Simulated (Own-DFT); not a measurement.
Simulation results for Hf$_{36}$O$_{71}$ (tetragonal hafnia with one neutral oxygen vacancy, atoms displaced)

Computed with Own-DFT development build. A calculation, not a measurement: plane-wave PBE and HSE06 DFT by an unreviewed code, no spin, of a simulated cell at Gamma alone, so results move with cell size and shape, stress positive in tension, energies less offsets, not probed for a lower state with spin; hafnium file: forces about 75 meV/angstrom off all-electron values; oxygen file: force components 24 meV/angstrom off all-electron in a glass; k mesh not checked against a denser one; forces and stress are PBE's, HSE06 gives the energy alone, and its difference from PBE has offsets of its own; offsets are fitted by least squares, one for each functional and potential file, so energies compare only between cells with the same atoms and settings and are not formation energies; the far tail of each file's local potential was reset to the Coulomb form; each entry is a single point on an unrelaxed cell, so the pressure reflects the starting lattice, taken from the Materials Project, from which strain is counted, and rises with the displacements; printed positions are rounded, which can move forces by about a meV/angstrom; the program is a retired in-house code; no spin-orbit coupling.

Common to all runs: first functional PBE; second functional HSE06; exact exchange share 0.25; screening 0.11 1/bohr; exchange divergence Gygi-Baldereschi; potential files PseudoDojo norm-conserving, scalar-relativistic, made for PBE, standard set; wave cutoff 48 hartree; occupations fixed; k mesh 1 x 1 x 1 centred on Gamma.

(1) 
```xyz
107
Lattice="10.7800 0.0000 0.0000 0.0000 10.7800 0.0000 0.0000 0.0000 10.4493" Properties=species:S:1:pos:R:3:force_x:R:1:force_y:R:1:force_z:R:1 formula=Hf36O71 PBE_energy_of_cell_above_offsets=-100.619 HSE06_less_PBE_above_offsets=-0.142 PBE_pressure=1.18 PBE_stress_xx=-0.58 PBE_stress_yy=-1.1 PBE_stress_zz=-1.86 PBE_stress_yz=-0.09 PBE_stress_xz=0.09 PBE_stress_xy=0.03
Hf    10.7554    10.7458     0.0097      0.961      0.835     -0.082
Hf     1.8604     1.7841     2.5999     -2.336      0.206      0.301
O     10.7699     1.7733     1.5568      0.205      0.356      0.885
O      1.8402    10.7475     3.6180     -0.121      0.222     -0.308
O     10.7554     1.7527     4.1747     -0.242      0.082      0.293
O      1.8038    10.7590     0.9728     -0.102     -0.054      0.467
Hf    10.7474    10.7373     5.2124     -0.393     -0.223     -0.145
Hf     1.8063     1.8202     7.8425     -0.763     -0.223      0.419
O     10.7737     1.8277     6.8038     -0.218     -0.282      0.337
O      1.7829     0.0015     8.8553      0.426      0.018     -0.682
O      0.0289     1.8012     9.4537     -0.276      -0.22     -0.608
O      1.7190    10.7517     6.1865      1.489      0.389      0.317
Hf     0.0015     3.5947    10.4201     -0.037     -0.391      0.339
Hf     1.7946     5.3741     2.5369      0.516     -0.037      1.267
O      0.0140     5.4244     1.6448     -0.449     -0.011     -0.916
O      1.7655     3.6162     3.6372      0.364     -0.714     -0.072
O     10.7418     5.3050     4.1840      0.013      1.563      0.547
O      1.8329     3.5485     0.9949     -0.596      0.346      0.289
Hf    10.7654     3.5651     5.2063     -0.075      -0.06      0.222
Hf     1.7795     5.3873     7.8100      0.314      -0.56      0.328
O      0.0116     5.3746     6.8415     -0.208      0.042     -0.208
O      1.8393     3.6082     8.8832      -0.15     -0.102     -0.479
O      0.0163     5.4343     9.4714      0.215     -0.734     -0.054
O      1.7404     3.5945     6.2717      1.256     -0.334     -0.371
Hf     0.0163     7.1732     0.0650     -0.824      0.317     -1.196
Hf     1.8176     8.9662     2.5680      0.345      0.135      0.659
O      0.0165     8.9847     1.5686      0.036     -0.389      0.015
O      1.7512     7.1612     3.6332      0.078      0.213     -0.401
O     10.7418     8.9170     4.1533      0.236       1.01      0.341
O      1.7695     7.1265     0.9935      1.233      0.418      0.337
Hf     0.0369     7.1864     5.1870     -0.792     -0.619       0.74
Hf     1.8107     8.9589     7.8320     -0.429      0.233      0.227
O      0.0429     8.9517     6.8334     -1.052      0.413     -0.058
O      1.8176     7.1099     8.8248     -0.047      1.723      0.185
O      0.0223     8.9914     9.4400     -0.147      -0.67     -0.067
O      1.8079     7.2271     6.2386     -0.238     -0.292      0.136
Hf     3.5875     0.0174    10.4387      0.028     -0.559      0.155
Hf     5.3560     1.7649     2.6415      0.734      0.162     -0.746
O      3.5318     1.7828     1.6135      2.012     -0.101     -0.775
O      5.4025    10.7768     3.6375      0.012     -0.017      0.122
O      3.5965     1.8445     4.1534      0.014     -0.647      0.675
O      5.3859    10.7449     1.0196      0.243      0.573     -0.306
Hf     3.6138     0.0225     5.2238     -0.735     -1.031      -0.24
Hf     5.4353     1.7945     7.8463     -0.189      0.491      0.069
O      3.6234     1.8003     6.8580     -0.275      0.112     -0.755
O      5.4062     0.0357     8.8559      0.154     -0.792     -0.172
O      3.5855     1.7975     9.4512      0.145      0.006     -0.151
O      5.4040    10.7628     6.2254      -0.38      0.282      0.322
Hf     3.6204     3.5767     0.0003      -0.25      1.069     -0.271
Hf     5.3797     5.3813     2.6707      0.267      0.333     -1.511
O      3.5781     5.3596     1.5983      0.595      0.031     -0.014
O      5.3773     3.5996     3.6024     -0.066     -0.379       0.65
O      3.5457     5.4405     4.2272      0.394     -1.564     -0.224
O      5.4028     3.6173     1.0168     -0.348     -0.291      0.018
Hf     3.5772     3.5660     5.2500     -0.011      1.228      0.092
Hf     5.4474     5.4380     7.8098     -0.531     -1.304       0.14
O      3.5983     5.3801     6.7852      0.129     -0.103       0.31
O      5.4119     3.5927     8.8768     -0.273      0.313     -0.386
O      3.5562     5.4533     9.4360      0.658     -1.488     -0.205
O      5.4661     3.6111     6.2340     -1.006     -0.261     -0.293
Hf     3.5847     7.1827    10.3810      0.316     -0.029      1.436
Hf     5.4136     8.9545     2.5975     -0.052      0.115     -0.109
O      3.6160     8.9932     1.5992      -0.81     -0.133      0.129
O      5.3545     7.1798     3.6312      0.686      0.065      0.579
O      3.6160     8.9910     4.2670     -0.171     -0.236     -0.236
O      5.3865     7.2183     1.0549      0.093     -0.247     -0.959
Hf     3.5683     7.1367     5.2585     -0.054      1.083     -0.642
Hf     5.3892     8.9594     7.8085      0.069      0.874     -0.099
O      3.6089     8.9986     6.8132      0.013      0.193      0.506
O      5.4178     7.1799     8.7996     -0.199      0.753      0.449
O      3.5886     8.9707     9.4544      0.147      0.365     -0.656
O      5.3730     7.1794     6.2320      0.251      -0.01      0.389
Hf     7.2232     0.0328    10.4190     -0.311     -0.049      1.157
Hf     8.9985     1.8215     2.6777      0.231     -0.637     -1.018
O      7.1676     1.8128     1.5909      0.308     -0.137     -0.213
O      8.9619    10.7149     3.6296     -0.316      0.295      0.012
O      7.1917     1.7779     4.1550      0.073      0.743      0.506
O      9.0348    10.7755     1.0222     -1.374      0.027     -0.295
Hf     7.1741     0.0327     5.2414      0.105     -1.227      -0.89
Hf     8.9587     1.7722     7.8136      0.937      0.721      0.098
O      7.1984     1.7578     6.8101     -0.305      0.238      -0.28
O      8.9420    10.7606     8.8349     -0.026      0.609      0.427
O      7.1904     1.8522     9.3716      0.344     -0.803       0.16
O      8.9195     0.0444     6.2433      1.369     -0.037      0.189
Hf     7.1589     3.5740    10.4354      0.362      1.034      0.693
Hf     9.0127     5.4129     2.6225     -0.605     -0.549     -0.307
O      7.2085     5.3879     1.6489     -0.659     -0.053     -0.276
O      9.0115     3.6352     3.6696     -0.487     -0.945     -0.243
O      7.1942     5.4079     4.1769     -0.225     -0.311      0.565
O      8.9831     3.6377     0.9745      0.067     -0.199      0.542
Hf     7.2163     3.6042     5.1934      0.156      0.121      0.098
Hf     8.9984     5.3695     7.8844      0.295      0.715     -1.037
O      7.1998     5.3958     6.8302      0.142      0.146     -0.317
O      9.0431     3.6603     8.8953     -0.213     -1.481     -0.296
O      7.1552     5.4380     9.4036      0.023     -0.881      0.113
O      8.9695     3.6220     6.2703     -0.191     -0.373     -0.209
Hf     7.2174     7.1878    10.4065     -1.104     -0.334      1.211
Hf     9.0103     8.9078     2.6095     -0.532      1.464     -0.331
O      7.1924     8.9938     1.5914      0.422      0.091       0.59
O      8.9860     7.2000     3.5983     -0.317     -0.653      0.702
O      8.9270     7.1452     0.9809       1.25      0.305      0.714
Hf     7.1063     7.1689     5.1953       1.52      1.004      0.334
Hf     8.9426     8.9624     7.8974      1.067     -1.241     -1.269
O      7.2075     9.0021     6.7755     -0.613     -0.257       0.41
O      9.0534     7.1386     8.8804     -0.676      1.096      0.183
O      7.1975     8.9815     9.4644      0.145      0.204     -0.791
O      9.0194     7.2147     6.3058     -0.666     -0.094     -1.224
```

Units: PBE_energy_of_cell_above_offsets, HSE06_less_PBE_above_offsets in eV; PBE_pressure, PBE_stress_xx, PBE_stress_yy, PBE_stress_zz, PBE_stress_yz, PBE_stress_xz, PBE_stress_xy in GPa; force_x, force_y, force_z in eV/Å.

(2) 
```xyz
107
Lattice="10.7800 0.0000 0.0000 0.0000 10.7800 0.0000 0.0000 0.0000 10.4493" Properties=species:S:1:pos:R:3:force_x:R:1:force_y:R:1:force_z:R:1 formula=Hf36O71 PBE_energy_of_cell_above_offsets=-84.716 HSE06_less_PBE_above_offsets=0.691 PBE_pressure=6.89 PBE_stress_xx=-6.58 PBE_stress_yy=-7.38 PBE_stress_zz=-6.71 PBE_stress_yz=1.15 PBE_stress_xz=1.38 PBE_stress_xy=0.16
Hf     0.0145     0.1850     0.0893       0.87      -3.54     -1.324
Hf     1.8322     1.7708     2.6668     -1.876      0.302     -1.462
O     10.6523     1.8873     1.4980      3.512     -0.966      0.743
O      1.7599    10.7623     3.6681      0.874      1.463     -0.261
O     10.7300     1.9011     4.1860      0.954     -2.198     -1.351
O      1.9907     0.0284     1.0079     -5.482        0.5      2.989
Hf     0.0870     0.0355     5.1769     -1.675      2.807      2.542
Hf     1.9668     1.7585     7.9151     -7.593      0.562      0.235
O      0.0411     1.6866     6.7863     -0.001      0.984      1.383
O      1.7310     0.1918     8.9353      0.698      -2.51      0.665
O     10.7756     1.7809     9.4345      -0.66       2.05     -0.148
O      1.7550     0.0570     6.2949      1.931      -0.84     -1.084
Hf    10.7731     3.6044    10.3702     -1.898     -0.616      1.289
Hf     1.7267     5.3182     2.6037      1.496      1.055     -1.213
O     10.6856     5.3523     1.5615      4.582      -0.58     -1.205
O      1.7695     3.5668     3.6717      0.429     -0.268     -0.917
O     10.6684     5.3270     4.2601      0.664      2.083     -2.403
O      1.8178     3.4619     0.9342     -2.268      0.514       2.02
Hf     0.0830     3.6334     5.1185     -3.017     -3.532      3.226
Hf     1.7651     5.2544     7.9094      1.895      5.625     -1.811
O      0.0054     5.3539     6.8688      2.383      0.662     -2.397
O      1.8194     3.6279     8.7986      0.035     -3.263       2.85
O      0.0397     5.4868     9.4667      0.375     -2.398     -0.438
O      1.6884     3.6409     6.2744      2.305      -0.01      -0.42
Hf     0.0036     7.2292     0.0263      0.231      2.855     -0.823
Hf     1.8167     9.0193     2.6469     -1.218     -1.775      -2.29
O     10.6274     8.9708     1.6443      3.789      0.376      0.183
O      1.7117     7.0910     3.5142     -0.222      0.911      0.698
O     10.7671     9.1447     4.2323      0.397     -3.935      -0.36
O      1.7931     7.2558     0.9014      0.416     -0.524       1.83
Hf    10.7090     7.0664     5.1438      0.105      3.193      2.513
Hf     1.7080     8.9983     7.7389      3.692     -0.641      3.745
O      0.0565     8.9189     6.9017     -3.509      -0.06     -2.145
O      1.6860     7.3025     8.8811      0.448     -2.206     -1.727
O      0.1242     8.9901     9.5484     -0.416      2.863      0.018
O      1.7760     7.1619     6.1907     -1.013      0.409     -1.333
Hf     3.5614     0.0387     0.0128      2.036     -2.986     -3.637
Hf     5.2885     1.7928     2.5869      2.044      0.195     -0.568
O      3.6087     1.7658     1.5508     -1.217      0.982      1.321
O      5.3387    10.5733     3.5699     -0.171      7.532      3.856
O      3.6698     1.6711     4.2032      0.001      4.494      -2.73
O      5.2307     0.0048     1.0302      3.467     -0.001       0.37
Hf     3.6328     0.1355     5.1564     -0.297     -7.136      4.928
Hf     5.3308     1.7735     7.8002       1.65       0.17      2.084
O      3.4125     1.7379     6.8426      6.493      0.329     -4.084
O      5.4376    10.6950     8.7876      0.626      1.869      0.511
O      3.8286     1.7876     9.4309     -1.601      0.089     -0.562
O      5.4662    10.7550     6.2324     -1.426      1.307     -0.934
Hf     3.4788     3.5328     0.0074      4.865      1.608     -2.285
Hf     5.1686     5.4026     2.5831       4.14      0.696      0.664
O      3.5724     5.5221     1.5200     -1.865     -1.193      0.412
O      3.5607     5.3546     4.1107      0.536     -0.443      0.307
O      5.3985     3.4760     0.9250     -0.826      0.141      2.228
Hf     3.6867     3.4819     5.2807     -1.914      3.172     -0.137
Hf     5.3336     5.4306     7.7701      0.998     -0.038      1.035
O      3.4946     5.4358     6.7939      0.817     -0.778     -0.176
O      5.2644     3.6336     8.9384      0.708     -0.407     -2.279
O      3.5895     5.3809     9.4801     -0.977     -0.273     -0.145
O      5.3356     3.5838     6.2904     -0.001     -1.232     -0.691
Hf     3.7173     7.2088    10.4471     -1.489      1.236       -1.8
Hf     5.3092     9.0766     2.6627      1.266     -6.419     -4.967
O      3.5537     8.9949     1.5619     -0.121     -0.358      1.669
O      5.4206     7.2709     3.5574      -0.83     -1.736      0.689
O      3.5917     8.9540     4.3081      -1.13       2.24     -2.003
O      5.4528     7.2524     1.0090     -0.667     -0.127      0.279
Hf     3.5103     7.2397     5.1300       1.07     -2.138      3.282
Hf     5.5109     8.9966     7.7122     -7.731     -0.837      4.984
O      3.6235     8.9463     6.8919      -0.79      0.093     -1.316
O      5.3727     7.1688     8.8420     -0.032      0.117      0.015
O      3.5478     8.9837     9.4398      0.049      0.975      1.001
O      5.4153     7.2094     6.2164     -2.624     -0.658      -0.42
Hf     7.2311    10.7250     0.0958     -0.491     -1.315      -1.51
Hf     8.9189     1.6317     2.4779      1.063      2.719      3.396
O      7.1880     1.7472     1.6300     -2.437     -0.536     -0.919
O      8.9077    10.7520     3.6790      0.104      0.586      0.257
O      7.1328     1.6831     4.2577     -1.286      1.982     -1.073
O      9.0482     0.0432     1.1369     -1.111      0.162     -1.592
Hf     7.3066     0.0712     5.2775      1.202     -2.075      0.362
Hf     8.9276     1.8416     7.9367      2.318     -0.715     -2.335
O      7.2366     1.7851     6.8839      -1.69     -0.144     -0.662
O      8.9194     0.0089     8.8261     -0.095     -0.283      1.381
O      7.1759     1.8630     9.4030      0.475     -1.171      0.379
O      9.0718     0.0595     6.3413     -1.216     -1.236     -1.006
Hf     7.2215     3.5127     0.0288     -0.741      3.103      0.558
Hf     9.1389     5.5622     2.5679     -7.395     -2.908      1.329
O      7.2252     5.4910     1.6206     -0.822      -0.65      0.536
O      8.8817     3.6495     3.6337      0.337      -1.17     -0.438
O      7.3040     5.3673     4.2057     -1.663       0.23      0.656
O      8.9736     3.5076     1.1037      0.215      0.297     -2.154
Hf     7.2117     3.5765     5.2065      2.871      2.274      0.176
Hf     9.3017     5.3758     7.9551     -6.165      3.546     -0.767
O      7.1178     5.3547     6.7981      0.077     -0.429      0.679
O      9.1771     3.7082     8.8130      -0.13     -2.949       2.47
O      7.1948     5.3892     9.5066      0.435     -1.308     -0.492
O      8.9739     3.5762     6.3030      0.511     -0.035     -0.651
Hf     7.1851     7.1249    10.4393      0.322     -0.508      0.253
Hf     8.9911     8.8996     2.6995     -0.774      2.941     -0.625
O      7.2876     9.0469     1.7236     -2.526      1.397     -1.559
O      8.9565     7.2488     3.5870      1.979     -2.543      2.348
O      7.3231     8.8618     4.2946      -0.44      3.438      -0.15
O      8.9456     7.2400     1.0321      0.776     -0.622      0.555
Hf     7.0899     7.2096     5.2078      0.536     -3.348      0.342
Hf     8.9464     8.9383     7.7418      0.104      0.134      1.708
O      7.0217     8.8571     6.8588      8.337      0.336     -3.996
O      9.1380     7.2997     8.9457      0.074     -1.654     -1.396
O      7.3274     8.8591     9.3375     -0.744       2.02      1.342
O      8.9047     7.1396     6.2362      1.706       0.59      -0.12
```

Units: PBE_energy_of_cell_above_offsets, HSE06_less_PBE_above_offsets in eV; PBE_pressure, PBE_stress_xx, PBE_stress_yy, PBE_stress_zz, PBE_stress_yz, PBE_stress_xz, PBE_stress_xy in GPa; force_x, force_y, force_z in eV/Å.
